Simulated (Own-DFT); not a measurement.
# One host, several defects: grey tin

No measurement is shown. These are fixed-geometry runs of a retired plane-wave code named Own-DFT, which no person has reviewed; spin and spin-orbit coupling are neglected.

All runs used: PBE; PseudoDojo norm-conserving scalar-relativistic files; cutoff 42 hartree; 3 x 3 x 3 k mesh centred on Gamma; cold (Marzari-Vanderbilt) smearing of 0.2 eV.

Caveats (not all hold for every row): not probed for a lower state with spin; forces on such cells moved up to 12 meV/angstrom on a denser k mesh; stress not checked against mesh or cutoff.

All runs share one cell, with vectors in Å (12.978, 0.000, 0.000); (0.000, 12.978, 0.000); (0.000, 0.000, 12.978) and a volume of 2185.9 Å³. u is the rms random offset of the atoms per axis. The defect's site can differ from row to row.

| cell | formula | u (Å) | P (GPa) |
|---|---|---|---|
| no defect | Sn64 | 0.0185 | 3.38 |
| no defect | Sn64 | 0.0480 | 3.62 |
| no defect | Sn64 | 0.0501 | 3.69 |
| one Sn vacancy | Sn63 | 0.0282 | 3.23 |
| one Sn vacancy | Sn63 | 0.0300 | ? |
| one Sn vacancy | Sn63 | 0.0475 | 3.46 |
| one Sn vacancy | Sn63 | 0.0515 | 3.38 |
| two Sn vacancies | Sn62 | 0.0272 | 3.15 |
| two Sn vacancies | Sn62 | 0.0488 | 3.25 |
| two Sn vacancies | Sn62 | 0.0524 | 3.25 |

## Worked fit

P = P0 + c u² + a shift for each defect gives P0 = 3.39 GPa, c = 99 ± 22 GPa/Å² and a scatter of 0.06 GPa. The shifts, and each times the cell's volume:

- one Sn vacancy: -0.22 ± 0.05 GPa, -3.0 eV
- two Sn vacancies: -0.37 ± 0.05 GPa, -5.1 eV (-2.5 eV for each of its 2 sites)

A positive shift means that the defect pushes the cell outwards. Shift times volume (160.2 GPa Å³ is 1 eV) depends little on the cell's size, so, taken for each site, it can be compared between cells at like pressure. The atoms around the defects weren't relaxed, which would change these numbers.

## Prediction

Question: what pressure belongs in the blank (one Sn vacancy, u = 0.0300 Å)?

Estimate: 3.26 ± 0.07 GPa. The calculation gave 3.22 GPa.
